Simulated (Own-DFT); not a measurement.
# Which defects push the lattice out? C11b WSi2

Everything here is calculated. The program is Own-DFT (plane waves, in-house, since retired, never reviewed by a person); positions were held fixed, and spin and spin-orbit coupling were off.

Method: PBEsol; PseudoDojo norm-conserving scalar-relativistic files, made for PBE; cutoff 50 hartree; 5 x 5 x 5 k mesh centred on Gamma; cold (Marzari-Vanderbilt) smearing of 0.2 eV.

Keep in mind: forces on such cells failed a check on a denser k mesh; stress not checked against mesh or cutoff.

All runs share one cell, with vectors in Å (-2.148, -5.953, 3.409); (-6.444, 2.976, 1.136); (-2.553, -2.948, -6.757) and a volume of 403.2 Å³. Atoms were moved at random from their sites; u is the rms move along one axis. The defect's site can differ from row to row.

| cell | formula | u (Å) | P (GPa) |
|---|---|---|---|
| no defect | Si20W10 | 0.0202 | 0.36 |
| no defect | Si20W10 | 0.0228 | 0.59 |
| no defect | Si20W10 | 0.0515 | 1.85 |
| one Si vacancy | Si19W10 | 0.0279 | -0.82 |
| one Si vacancy | Si19W10 | 0.0284 | -0.65 |
| one Si vacancy | Si19W10 | 0.0492 | 1.22 |
| one W on a Si site | Si19W11 | 0.0268 | 5.32 |
| one W on a Si site | Si19W11 | 0.0287 | 5.71 |
| one W on a Si site | Si19W11 | 0.0513 | 7.12 |
| one Si on a W site | Si21W9 | 0.0292 | ? |
| one Si on a W site | Si21W9 | 0.0334 | 2.52 |
| one Si on a W site | Si21W9 | 0.0524 | 3.53 |
| one Si on a W site | Si21W9 | 0.0534 | 3.85 |

## What the rows give

P = P0 + c u² + a shift for each defect gives P0 = -0.04 GPa, c = 818 ± 88 GPa/Å² and a scatter of 0.27 GPa. The shifts, and each times the cell's volume:

- one W on a Si site: 4.96 ± 0.22 GPa, 12.5 eV
- one Si on a W site: 1.52 ± 0.24 GPa, 3.8 eV
- one Si vacancy: -1.13 ± 0.22 GPa, -2.8 eV

Positive is outwards. The product with the volume (160.2 GPa Å³ to the eV) is nearly free of the cell's size; divided by the bulk modulus at the cell's pressure it gives the volume that the defect adds. The atoms around the defects weren't relaxed, which would change these numbers.

## Withheld run

Question: what pressure belongs in the blank (one Si on a W site, u = 0.0292 Å)?

The fitted form gives 2.17 ± 0.33 GPa. DFT gave 2.43 GPa.
